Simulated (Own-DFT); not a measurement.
# Reading a pressure off an energy slope: corundum Al2O3, 78 atoms (Al32O46), with two O vacancies

These are calculations. Each geometry was run twice at fixed positions with Own-DFT, a retired in-house plane-wave program that no person has reviewed: with PBE, and with HSE06 (exact exchange share 0.25 at short range, screening 0.11 per bohr, Gygi-Baldereschi treatment of its divergence). Both used PseudoDojo norm-conserving files made for PBE, a cutoff of 48 hartree, the Gamma point alone, fixed occupations, a neutral cell and no spin. With Gamma alone and a thickness of 7.9 Å, finite-size errors remain in every number. The oxygen file's force components were 24 meV/Å off all-electron values in a glass.

Unstrained cell vectors in Å: (5.494, 0.000, 8.660); (-2.747, 4.758, 8.660); (-2.747, -4.758, 8.660), volume V0 = 679.1 Å³, from measured lattice constants. Each geometry has its own random strain of a few per cent, its own defect sites and random moves of rms u per axis. HSE06 gave the energy alone. D is its energy less that of PBE, over the lowest D shown. The PBE stress wasn't checked against mesh or cutoff.

| run | V - V0 (Å³) | u (Å) | P with PBE (GPa) | D (eV) |
|---|---|---|---|---|
| 1 | 2.4 | 0.0309 | 6.70 | 0.459 |
| 2 | 19.3 | 0.0491 | 2.05 | 1.284 |
| 3 | -8.5 | 0.0290 | 11.14 | 0.000 |
| 4 | 5.2 | 0.0291 | 5.39 | 0.549 |
| 5 | 18.7 | 0.0278 | 0.52 | 1.092 |
| 6 | 18.8 | 0.0315 | 0.97 | 1.117 |
| 7 | -7.6 | 0.0491 | 12.01 | 0.170 |
| 8 | -12.3 | 0.0478 | 13.81 | 0.026 |
| 9 | 11.7 | 0.0484 | 5.22 | 0.894 |
| 10 | -5.1 | 0.0511 | 10.95 | 0.325 |
| 11 | -3.3 | 0.0517 | 11.01 | 0.316 |
| 12 | -10.7 | 0.0501 | 13.56 | 0.058 |
| 13 | -7.4 | 0.0458 | 10.74 | ? |

## Worked fit

D = 0.28 + 0.0398 (V - V0) + 83 u² eV, with an error of 0.0009 on the volume slope, 13 on the last term and a scatter of 0.03 eV. Pressure is -dE/dV, and 1 eV/Å³ is 160.2 GPa, so HSE06 changes the pressure by -6.4 ± 0.1 GPa. With the ions held to the strained lattice, the PBE pressure falls by 253 ± 5 GPa per unit of volume strain; the shape of the strain isn't fitted, so the true error is larger, and a relaxed crystal would be softer. On that slope HSE06's volume at a given pressure is about 2.5 % smaller, or 0.8 % in lengths. At u = 0 and V0 the PBE pressure is 6.7 GPa, which puts the zero-pressure volume, against the measured cell and with the defects in, at +2.7 % for PBE and +0.1 % for HSE06, each good to a few tenths of a per cent.

## Test on the hidden row

The question: what D should run 13 give?

The fit gives 0.16 eV, with rows scattering by 0.03. The run itself gave 0.220 eV.
